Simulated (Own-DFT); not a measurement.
# How strain changes the stress of grey tin, 32 atoms (Sn32)

These are calculations, not measurements. They come from Own-DFT, an in-house plane-wave density functional program, since retired, whose code no person has reviewed. Each row is one single-point run on a periodic cell that was not relaxed, without spin or spin-orbit coupling.

Settings of every run: PBE; PseudoDojo norm-conserving scalar-relativistic files; cutoff 42 hartree; 3 x 3 x 5 k mesh centred on Gamma; cold (Marzari-Vanderbilt) smearing of 0.2 eV.

Known limits: forces on such cells failed a check on a denser k mesh; stress not checked against mesh or cutoff.

Unstrained cell vectors in Å: (12.978, 0.000, 0.000); (0.000, 12.978, 0.000); (0.000, 0.000, 6.489). The unstrained cell has measured lattice constants (interpolated for alloys), not those of this functional. That, the random moves and any unrelaxed bonds set the pressure at no strain. Each run strains this cell uniformly, with the atoms carried along. Every atom was also moved at random, by a Gaussian of width 0.05 Å on each axis. Strain is the symmetric tensor, in per cent. Stress is positive in tension, and the pressure is minus a third of its trace.

```
run,e_xx (%),e_yy (%),e_zz (%),s_xx (GPa),s_yy (GPa),s_zz (GPa),P (GPa),E (meV/atom)
1,-2.50,-2.50,0.00,-6.81,-6.77,-5.98,6.52,86.7
2,1.75,1.75,0.00,-1.80,-1.76,-2.24,1.93,17.1
3,0.25,0.25,0.00,-3.41,-3.29,-3.44,3.38,35.0
4,3.00,3.00,0.00,-0.51,-0.55,-1.35,0.80,0.0
5,-1.50,-1.50,0.00,-5.40,-5.47,-5.00,5.29,65.6
6,0.75,0.75,0.00,-2.75,-2.85,-3.12,2.91,31.1
7,2.50,2.50,0.00,-1.03,-1.01,-1.72,1.26,8.0
8,-1.00,-1.00,0.00,-4.75,-4.89,-4.55,4.73,55.3
9,1.25,1.25,0.00,?,?,?,?,?
```

E is the free energy for each atom above the lowest run shown.

## Worked fit

The change of volume is close to e_xx + e_yy + e_zz. A straight line through the runs shown gives P = 3.79 - 51 x (fractional change of volume) GPa, with an error of 1 on the slope and a scatter of 0.13 GPa. The strain isn't the same on all axes, but the crystal is cubic, so the slope still estimates the bulk modulus, averaged over pressures from 0.8 to 6.5 GPa.

## Withheld run

Question: what pressure should run 9 give? Its volume changes by 2.52 %.

The line gives 2.5 GPa. The calculation gave 2.32 GPa.
